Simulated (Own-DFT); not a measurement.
# How HSE06 shifts the pressure of monoclinic HfO2, 94 atoms (Hf32O62), with two O vacancies

All values are computed. Each geometry was run twice at fixed positions with Own-DFT, a retired in-house plane-wave program that no person has reviewed: with PBE, and with HSE06 (exact exchange share 0.25 at short range, screening 0.11 per bohr, Gygi-Baldereschi treatment of its divergence). Both used PseudoDojo norm-conserving files made for PBE, a cutoff of 48 hartree, the Gamma point alone, fixed occupations, a neutral cell and no spin. With Gamma alone and a thickness of 10.1 Å, finite-size errors remain in every number. The hafnium file keeps the 4f electrons in the core, and its forces lie about 75 meV/Å off all-electron values. The oxygen file's force components were 24 meV/Å off all-electron values in a glass.

Unstrained cell vectors in Å: (10.234, 0.000, 0.000); (0.000, 10.350, 0.000); (-1.696, 0.000, 10.445), volume V0 = 1106.4 Å³, from measured lattice constants. Each geometry has its own random strain of a few per cent, its own defect sites and random moves of rms u per axis. HSE06 gave the energy alone. D is its energy less that of PBE, over the lowest D shown. The PBE stress wasn't checked against mesh or cutoff.

```
run  V - V0 (Å³)   u (Å)  P with PBE (GPa)  D (eV)
  1        -21.9  0.0509              9.34   0.648
  2        -21.1  0.0513              9.78   0.658
  3         -5.9  0.0492              6.27   0.935
  4        -12.5  0.0506              7.88   0.912
  5        -23.5  0.0514             11.39   0.423
  6        -36.3  0.0297             12.94   0.000
  7         10.4  0.0495              3.70   1.369
  8         -5.8  0.0527              7.49   0.953
  9        -15.5  0.0258              7.52   0.517
 10         -6.1  0.0287              6.81   0.759
 11        -27.6  0.0477             12.38       ?
```

## What the rows give

D = 0.82 + 0.0250 (V - V0) + 121 u² eV, with an error of 0.0019 on the volume slope, 28 on the last term and a scatter of 0.07 eV. Pressure is -dE/dV, and 1 eV/Å³ is 160.2 GPa, so HSE06 changes the pressure by -4.0 ± 0.3 GPa. With the ions held to the strained lattice, the PBE pressure falls by 226 ± 20 GPa per unit of volume strain; the shape of the strain isn't fitted, so the true error is larger, and a relaxed crystal would be softer. On that slope HSE06's volume at a given pressure is about 1.8 % smaller, or 0.6 % in lengths. At u = 0 and V0 the PBE pressure is 4.8 GPa, which puts the zero-pressure volume, against the measured cell and with the defects in, at +2.1 % for PBE and +0.4 % for HSE06, each good to a few tenths of a per cent.

## Prediction

Q: what D should run 11 give?

From the fit: 0.40 eV, with rows scattering by 0.07. DFT gave 0.359 eV.
